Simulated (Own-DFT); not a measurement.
# How HSE06 shifts the pressure of monoclinic HfO2, 94 atoms (Hf32O62), with two O vacancies

Calculated, not measured. Each geometry was run twice at fixed positions with Own-DFT, a retired in-house plane-wave program that no person has reviewed: with PBE, and with HSE06 (exact exchange share 0.25 at short range, screening 0.11 per bohr, Gygi-Baldereschi treatment of its divergence). Both used PseudoDojo norm-conserving files made for PBE, a cutoff of 48 hartree, the Gamma point alone, fixed occupations, a neutral cell and no spin. One k point on a cell 10.1 Å thick isn't converged, and results move with the size of the cell. The hafnium file keeps the 4f electrons in the core, and its forces lie about 75 meV/Å off all-electron values. The oxygen file's force components were 24 meV/Å off all-electron values in a glass.

Unstrained cell vectors in Å: (10.234, 0.000, 0.000); (0.000, 10.350, 0.000); (-1.695, 0.000, 10.445), volume V0 = 1106.4 Å³, from measured lattice constants. Each geometry has its own random strain of a few per cent, its own defect sites and random moves of rms u per axis. HSE06 gave the energy alone. D is its energy less that of PBE, over the lowest D shown. The PBE stress wasn't checked against mesh or cutoff.

| run | V - V0 (Å³) | u (Å) | P with PBE (GPa) | D (eV) |
|---|---|---|---|---|
| 1 | -32.7 | 0.0283 | 12.12 | 0.123 |
| 2 | -4.1 | 0.0483 | 5.79 | 1.015 |
| 3 | -18.5 | 0.0293 | 7.99 | 0.411 |
| 4 | 37.9 | 0.0508 | -2.87 | 2.130 |
| 5 | 11.3 | 0.0341 | 2.67 | 1.215 |
| 6 | -28.2 | 0.0504 | 11.45 | 0.491 |
| 7 | 10.0 | 0.0297 | 1.21 | 1.213 |
| 8 | -24.4 | 0.0514 | 12.79 | 0.456 |
| 9 | 30.9 | 0.0290 | -1.84 | 1.716 |
| 10 | 2.2 | 0.0293 | 3.48 | 0.956 |
| 11 | 8.7 | 0.0477 | 3.61 | 1.315 |
| 12 | 35.3 | 0.0295 | -3.14 | 1.810 |
| 13 | -39.4 | 0.0296 | 13.83 | 0.000 |
| 14 | -29.8 | 0.0295 | 10.62 | ? |

## What the rows give

D = 0.82 + 0.0251 (V - V0) + 123 u² eV, with an error of 0.0005 on the volume slope, 17 on the last term and a scatter of 0.05 eV. Pressure is -dE/dV, and 1 eV/Å³ is 160.2 GPa, so HSE06 changes the pressure by -4.0 ± 0.1 GPa. With the ions held to the strained lattice, the PBE pressure falls by 251 ± 9 GPa per unit of volume strain; the shape of the strain isn't fitted, so the true error is larger, and a relaxed crystal would be softer. On that slope HSE06's volume at a given pressure is about 1.6 % smaller, or 0.5 % in lengths. At u = 0 and V0 the PBE pressure is 3.8 GPa, which puts the zero-pressure volume, against the measured cell and with the defects in, at +1.5 % for PBE and -0.1 % for HSE06, each good to a few tenths of a per cent.

## Prediction

Q: what D should run 14 give?

The fit gives 0.18 eV, with rows scattering by 0.05. The calculation gave 0.276 eV.
